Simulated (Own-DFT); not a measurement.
# Biaxial strain at fixed height in wurtzite AlN, 72 atoms (Al36N36)

Calculated, not measured: single-point runs of Own-DFT, a retired in-house plane-wave DFT program that no person has reviewed, on unrelaxed cells, without spin or spin-orbit coupling.

All runs used: PBE; PseudoDojo norm-conserving scalar-relativistic files; cutoff 42 hartree; 4 x 4 x 3 k mesh centred on Gamma; Gaussian smearing of 0.01 eV.

Limits: k mesh not checked against a denser one; stress not checked against mesh or cutoff.

Unstrained cell vectors in Å: (9.336, 0.000, 0.000); (-4.668, 8.085, 0.000); (0.000, 0.000, 9.964). The unstrained cell has measured lattice constants (interpolated for alloys), not those of this functional. That, the random moves and any unrelaxed bonds set the pressure at no strain. Each run strains x and y alike by e, as a substrate would, and holds the height along z. Each atom got a random Gaussian move of width 0.05 Å along each axis. Stress is positive in tension.

| e (%) | u (Å) | (s_xx + s_yy)/2 (GPa) | s_zz (GPa) |
|---|---|---|---|
| -2.50 | 0.052 | -23.92 | -8.52 |
| -2.25 | 0.049 | -20.54 | -7.01 |
| -2.00 | 0.050 | ? | ? |
| -1.50 | 0.049 | -14.85 | -7.71 |
| -1.25 | 0.049 | -14.33 | -6.06 |
| -0.75 | 0.050 | -10.35 | -5.99 |
| -0.25 | 0.049 | -6.85 | -6.08 |
| 1.50 | 0.046 | 2.75 | -3.63 |
| 2.75 | 0.046 | 8.89 | -2.76 |
| 3.00 | 0.054 | 8.82 | -2.33 |

## What the rows give

With e as a fraction, the in-plane stress is -5.4 + 612 e - 4150 e² GPa (errors 12 and 758, scatter 0.62), and s_zz is -5.4 + 103 e GPa (slope ± 9, scatter 0.54). At e = 0 the first slope is C11 + C12 and the second 2 C13, both with the ions held to the strained lattice and at the cell's own pressure. The term in e² is negative: the layer stiffens under compression and softens under tension. A free layer would change its height as e changes, and the in-plane slope would drop by 2 C13²/C33 to the biaxial modulus. At fixed height, a misfit of 1 % moves the in-plane stress by about 6.1 GPa and s_zz by 1.0 GPa.

## The run left out

Asked: what are the two stresses at e = -2.00 %?

The fitted form gives -19.3 and -7.5 GPa. The calculation gave -18.73 and -7.56 GPa.
